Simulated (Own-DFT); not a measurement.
# Computed records: GaN (wurtzite, strained, atoms displaced)

A calculation, not a measurement: plane-wave PBE density functional theory by an unreviewed code, no spin, of a simulated periodic cell, stress positive in tension, free energy of the whole cell less one offset for each atom, forces on such cells passed a denser k mesh, this cell's mesh not checked; offsets are fitted by least squares, one for each functional and potential file, so energies compare only between cells with the same atoms and settings and are not formation energies; the far tail of each file's local potential was reset to the Coulomb form; each entry is a single point on an unrelaxed cell, so the pressure reflects the starting lattice, mostly measured values (interpolated for alloys), from which strain is counted, and rises with the displacements; printed positions are rounded, which can move forces by about a meV/angstrom; the program, named Own-DFT, is a retired in-house code; no spin-orbit coupling. Program: Own-DFT development build.

Common to all runs: functional PBE; potential files PseudoDojo norm-conserving, scalar-relativistic, standard set with the stringent files for Ga; wave cutoff 96 hartree; occupations Gaussian; smearing width 0.01 eV; k mesh 3 x 4 x 3 centred on Gamma.

(1) 
```xyz
96
Lattice="12.7560 0.0000 0.0000 -4.7835 8.2853 0.0000 0.0000 0.0000 10.5256" Properties=species:S:1:pos:R:3:force_x:R:1:force_y:R:1:force_z:R:1 formula=GaN free_energy_of_cell_above_offsets=-3.313 pressure=4.76 stress_xx=-6.11 stress_yy=-6.13 stress_zz=-2.04 stress_yz=-0.12 stress_xz=-0.43 stress_xy=0.13
Ga    -0.1135     1.8587     0.0073      1.578     -0.249      -0.75
Ga     1.6206     0.9298     2.5987     -2.095     -0.395      0.624
N     -0.0347     1.8722     1.8803     -0.252      0.135      2.205
N      1.5930     0.9588     4.5784     -0.166      0.263      0.699
Ga    -0.0426     1.9969     5.3406      0.696     -3.876     -1.243
Ga     1.5846     0.8232     7.7562     -0.829       1.81      1.894
N     -0.0259     1.8703     7.1602      0.336     -0.551      2.643
N      1.5807     0.9283     9.9407     -0.753        0.3     -1.518
Ga    -1.5237     4.6782     0.1266     -0.687     -1.365     -2.478
Ga    -0.0237     3.7901     2.6614      1.811      -2.24     -0.249
N     -1.5812     4.5613     2.0042     -0.997      0.695       0.56
N      0.0464     3.6354     4.6693     -1.089       2.88     -2.306
Ga    -1.6339     4.5166     5.1947      1.973      2.683      2.166
Ga     0.0164     3.7546     7.8673      0.577     -0.991        0.5
N     -1.5254     4.6286     7.3045     -1.515      0.279     -1.217
N      0.0632     3.6780     9.8585      -1.97      0.196     -0.351
Ga    -3.1001     7.4367     0.0799     -2.232      0.143     -2.101
Ga    -1.5747     6.3818     2.6541     -0.447      1.491      0.443
N     -3.1198     7.3854     1.8718     -0.629     -0.955      3.689
N     -1.6122     6.5067     4.6511      0.659     -1.268     -0.831
Ga    -3.2027     7.4043     5.2849      0.536      0.359     -0.802
Ga    -1.5954     6.5278     7.9432      0.049     -2.154      0.288
N     -3.1122     7.3301     7.2206     -1.819     -0.385     -0.296
N     -1.7428     6.4269     9.9133      3.277     -0.232     -0.691
Ga     3.1277     1.9215    10.4935      0.032     -1.662      1.369
Ga     4.7345     0.8020     2.6337      0.392      2.079      0.187
N      3.1470     1.7653     2.0816       1.83      2.056     -1.467
N      4.8000     0.9200     4.6284      0.542     -0.229     -0.191
Ga     3.2521     1.9250     5.2253     -0.899     -1.224      0.403
Ga     4.7991     0.9335     7.9396     -0.313     -0.577      0.332
N      3.1827     1.7352     7.2924      0.493      1.681      -1.06
N      4.7265     0.9362     9.9834      0.994     -0.894     -1.071
Ga     1.5096     4.6163    10.4746      1.719     -1.008      0.963
Ga     3.2001     3.7225     2.6752       0.27     -0.417     -1.447
N      1.6098     4.6296     1.8946     -0.267      0.367      1.417
N      3.2153     3.7527     4.5767      -0.81     -0.619      0.586
Ga     1.5516     4.5751     5.2403       1.35      0.753      0.692
Ga     3.2123     3.6560     7.9243     -0.069      0.178     -0.919
N      1.6431     4.5999     7.1778      0.029      0.366      1.126
N      3.1157     3.6585     9.8600      1.008       1.88     -0.044
Ga     0.1040     7.2838    10.4470      -3.73      2.314        1.4
Ga     1.5714     6.5469     2.5950      2.319     -2.275      1.416
N      0.0851     7.3338     1.9851      -2.26     -0.113     -1.218
N      1.6115     6.4228     4.7217     -0.423       0.68     -1.725
Ga     0.0273     7.3735     5.3127     -0.878     -0.211     -0.469
Ga     1.6341     6.4989     7.9234     -0.555     -1.016      -0.89
N     -0.0553     7.3171     7.2300      1.734      1.057      1.186
N      1.5777     6.4173     9.9391      1.583     -0.275     -2.098
Ga     6.4397     1.8108    10.4900     -1.824     -0.308      1.552
Ga     7.8802     0.9493     2.6944      1.243     -0.354     -0.664
N      6.3968     1.8593     2.0097     -1.026     -0.256      -0.47
N      8.0117     0.9969     4.6554      -0.47     -1.616     -0.989
Ga     6.4494     1.7468     5.3071     -1.739      1.699     -0.278
Ga     8.0727     0.8643     7.9393     -0.722      1.328      -0.08
N      6.3239     1.8548     7.2107       1.26     -0.628      1.104
N      7.9494     0.8791     9.9503      1.091     -0.119     -1.343
Ga     4.8391     4.5935    10.4548     -1.395      0.337      1.351
Ga     6.4168     3.7057     2.6619     -1.349     -0.716      0.754
N      4.8477     4.6678     2.0433     -0.778     -0.895     -1.241
N      6.4438     3.6330     4.6825     -1.487     -0.165     -0.891
Ga     4.7375     4.5898     5.2926       1.48      1.365     -0.986
Ga     6.4382     3.6446     7.9199     -0.949      0.753     -0.597
N      4.7873     4.7561     7.1639      0.013     -2.458      1.704
N      6.2710     3.5567     9.8700      1.899      1.276     -0.511
Ga     3.1141     7.3503     0.0256      1.814     -0.195     -0.325
Ga     4.7326     6.5104     2.5780      1.697     -0.956       1.58
N      3.2483     7.3517     1.9203     -1.904       1.39      0.681
N      4.7887     6.5153     4.5839     -0.274     -0.123      0.332
Ga     3.1062     7.4394     5.3403       1.89     -1.099     -1.236
Ga     4.8662     6.4604     7.9399     -1.269     -0.049     -0.877
N      3.1984     7.3973     7.2233      0.105     -0.226      1.358
N      4.8661     6.4784     9.8162     -2.201       -0.8      0.952
Ga     9.5796     1.8404     0.0365     -0.315      0.171     -0.338
Ga    11.0886     0.9373     2.6612       1.46     -0.137     -0.017
N      9.5384     1.8828     1.9817     -0.452     -0.765      0.396
N     11.1760     1.0120     4.6675     -0.177     -0.927     -0.908
Ga     9.5417     1.8528     5.2215      1.424      0.752      1.001
Ga    11.1454     0.8519     7.9190      0.996      1.614     -0.427
N      9.6531     1.8526     7.2169     -1.425     -0.988     -0.229
N     11.1144     0.9491     9.8340      0.038     -0.971       0.39
Ga     8.0165     4.5759     0.0776     -0.123     -0.042     -1.484
Ga     9.5396     3.6629     2.6270     -0.214      0.703      0.677
N      7.9192     4.6125     2.0074       1.57      0.223     -0.036
N      9.5687     3.7921     4.6879     -1.297      -2.29     -1.895
Ga     7.9301     4.5987     5.2250      0.355      0.399      1.149
Ga     9.6145     3.5957     7.8706      0.216       2.05      0.246
N      7.9383     4.6415     7.2298      0.813     -2.213     -0.594
N      9.6332     3.6322     9.8133     -0.573      0.493      1.546
Ga     6.3637     7.3406    10.5070      1.732      0.507      0.013
Ga     7.9219     6.4718     2.6536      1.084      0.266     -0.336
N      6.3879     7.3358     1.9217     -0.451      1.092      0.567
N      8.0255     6.4181     4.6265     -0.763      0.781     -0.256
Ga     6.4297     7.3499     5.3388     -0.956      0.585     -1.496
Ga     8.0183     6.3527     7.8270     -0.244      1.938      1.695
N      6.3038     7.4074     7.2357      2.039     -0.778      0.021
N      7.9726     6.3583     9.8447      0.055      0.887      0.075
```

Units: free_energy_of_cell_above_offsets in eV; pressure, stress_xx, stress_yy, stress_zz, stress_yz, stress_xz, stress_xy in GPa; force_x, force_y, force_z in eV/Å.

(2) 
```xyz
96
Lattice="12.7560 0.0000 0.0000 -4.7835 8.2853 0.0000 0.0000 0.0000 10.5256" Properties=species:S:1:pos:R:3:force_x:R:1:force_y:R:1:force_z:R:1 formula=GaN free_energy_of_cell_above_offsets=-5.987 pressure=4.08 stress_xx=-5.6 stress_yy=-6.37 stress_zz=-0.29 stress_yz=-0.05 stress_xz=-0.11 stress_xy=-0.59
Ga     0.0052     1.8687     0.0578     -0.062      0.088     -0.695
Ga     1.5995     0.8998     2.6220     -0.887     -0.241      0.281
N     -0.0396     1.8546     1.9792       0.88     -0.253      0.418
N      1.5619     0.9732     4.5915      1.743     -1.581     -0.377
Ga     0.0927     1.8088     5.2593     -2.341      0.829      0.249
Ga     1.5756     0.8752     7.9423      0.295      1.022     -2.114
N     -0.0956     1.8705     7.1812      2.227     -0.169      0.652
N      1.6441     0.9020     9.8046     -0.663      0.942      1.576
Ga    -1.5546     4.6369     0.0606      -0.16      -0.28     -1.644
Ga    -0.0454     3.6490     2.6860      1.119      0.514     -0.235
N     -1.5176     4.6112     1.9164     -1.153     -0.363      1.849
N      0.0079     3.7005     4.6728     -1.128     -0.949     -1.075
Ga    -1.6405     4.6483     5.1929      1.571     -1.073      1.872
Ga     0.0088     3.7001     7.9105      1.295     -0.004      0.082
N     -1.4898     4.5684     7.2624     -2.059      0.653     -1.309
N      0.0317     3.7191     9.8999      0.289     -0.627     -0.262
Ga    -3.1154     7.4253    10.4952     -0.415      -1.66      0.816
Ga    -1.5528     6.3780     2.6876     -0.997      0.616     -0.974
N     -3.2634     7.3397     1.9858      1.447      0.274     -0.087
N     -1.5273     6.4069     4.6163     -1.258       0.96     -0.483
Ga    -3.2067     7.3053     5.1496      0.807      1.107      0.652
Ga    -1.6397     6.4035     7.8045      0.863     -0.202      1.246
N     -3.1323     7.3733     7.1408     -1.247      0.157      0.196
N     -1.5619     6.4211     9.8446     -0.176      0.713     -0.004
Ga     3.2080     1.7819    10.5131      0.085      1.072      0.298
Ga     4.7698     0.9635     2.5835      0.542     -1.726      1.648
N      3.2023     1.7886     2.0793     -0.861      0.387     -2.192
N      4.7560     0.9041     4.6432      1.158      0.605     -1.104
Ga     3.2469     1.8219     5.2566     -0.965      0.561      0.991
Ga     4.7327     0.9278     7.8854      0.964     -0.083      0.002
N      3.2105     1.8668     7.2947     -1.246      0.448     -0.358
N      4.8091     0.9319     9.8825      0.133      0.089      0.166
Ga     1.6228     4.6306    10.5002     -0.787      0.183      1.381
Ga     3.2158     3.5986     2.5995      0.032      1.975      0.838
N      1.6257     4.6171     2.0728     -0.484     -1.244     -1.163
N      3.2098     3.6591     4.6381      0.451      -0.26     -0.682
Ga     1.6017     4.5089     5.1609      0.569      2.091      1.442
Ga     3.1906     3.7501     7.9908     -0.607     -0.855     -1.533
N      1.6303     4.6663     7.2178     -0.217     -0.829      0.156
N      3.1927     3.7411     9.9099     -0.909     -1.714     -0.006
Ga    -0.0088     7.4110     0.0491     -0.047     -0.969     -0.414
Ga     1.5723     6.4030     2.6844      0.229      0.841     -0.522
N     -0.0560     7.3587     2.0238      0.771      0.426     -0.544
N      1.5564     6.5066     4.5768      0.393      -0.82      1.091
Ga    -0.0338     7.3961     5.2500      0.912     -0.436      1.003
Ga     1.6444     6.4635     7.9340     -1.647      0.075     -1.028
N     -0.1194     7.3957     7.2525       1.73     -0.206     -0.347
N      1.6043     6.4630     9.8611     -0.215      0.207      0.422
Ga     6.3875     1.8649     0.0698     -0.088     -0.351     -0.882
Ga     7.9088     0.8988     2.6095      1.313     -0.492      0.786
N      6.3552     1.8171     2.0101      0.171      0.953     -0.173
N      8.0463     0.9181     4.6578     -0.682      0.487     -1.031
Ga     6.4304     1.8271     5.2771     -0.551      0.453     -0.695
Ga     7.9472     0.9525     7.8428      0.334     -0.024      0.243
N      6.3853     1.8771     7.1741     -0.474     -0.142      1.343
N      7.9864     0.8893     9.9064     -0.695      1.575     -0.989
Ga     4.6790     4.6458    10.4583      2.173      0.538      1.909
Ga     6.3801     3.7069     2.6320     -0.531      0.449     -0.063
N      4.7675     4.6929     1.9945      0.314     -1.588     -0.521
N      6.3781     3.7881     4.6149     -0.604     -2.037     -0.721
Ga     4.7760     4.6526     5.2743     -0.405     -1.824      0.826
Ga     6.3960     3.7305     7.9224     -0.092     -0.913     -0.266
N      4.7746     4.5759     7.3027      0.352      0.682     -0.535
N      6.2898     3.6379     9.8739      0.976      0.861      0.299
Ga     3.1462     7.4278    10.4634      0.908     -1.751      1.687
Ga     4.7936     6.4808     2.7104     -0.429      -0.07     -0.454
N      3.1714     7.3187     2.0209     -0.118      0.943     -0.732
N      4.7795     6.3536     4.6429      0.061      2.637      0.296
Ga     3.1693     7.3875     5.3014      0.114     -0.793     -1.141
Ga     4.8494     6.4222     7.8720     -1.535      0.234      0.889
N      3.1314     7.3874     7.1855      1.229      0.068      1.491
N      4.8553     6.4888     9.9791     -2.063     -0.531     -1.945
Ga     9.5437     1.8166    10.4935      0.994      0.481      0.513
Ga    11.1470     0.9607     2.6835     -0.063      -0.36     -0.856
N      9.5869     1.9358     2.0055     -0.726     -3.566     -1.207
N     11.1108     0.8413     4.5672       1.52      0.616       1.14
Ga     9.6533     1.8647     5.1750     -0.681     -0.125      1.396
Ga    11.1728     1.0435     7.8975     -1.047     -1.448      0.841
N      9.5717     1.8887     7.2535     -0.269     -1.264      -0.98
N     11.1900     0.9250     9.9305      0.009      0.063     -0.718
Ga     7.9624     4.5845     0.0193      0.573      0.059     -1.305
Ga     9.5250     3.6027     2.5664      1.127      3.193      1.282
N      8.0223     4.5721     1.9385     -1.002      0.484       0.54
N      9.6267     3.7080     4.6146     -1.224     -0.463     -1.093
Ga     7.9467     4.5358     5.2251      1.172      0.905      0.813
Ga     9.6096     3.6483     7.8490     -0.025      1.374      0.404
N      7.9652     4.5546     7.1994      0.631      1.204      0.433
N      9.7176     3.6158     9.8005     -1.682      0.781      0.898
Ga     6.3666     7.3611    10.5133      1.483      0.761      1.292
Ga     7.9269     6.4488     2.6230      0.047     -0.201      0.077
N      6.3593     7.4249     2.1019     -0.006     -0.552     -1.475
N      7.9916     6.4175     4.6185     -0.544     -0.407     -0.348
Ga     6.4248     7.3421     5.3323     -0.891     -0.197     -0.575
Ga     8.0240     6.5243     7.8705     -0.526     -1.155      0.289
N      6.3180     7.3944     7.2968      1.678      0.671     -0.565
N      8.0200     6.4844     9.9038     -0.198     -0.508       -0.6
```

Units: free_energy_of_cell_above_offsets in eV; pressure, stress_xx, stress_yy, stress_zz, stress_yz, stress_xz, stress_xy in GPa; force_x, force_y, force_z in eV/Å.
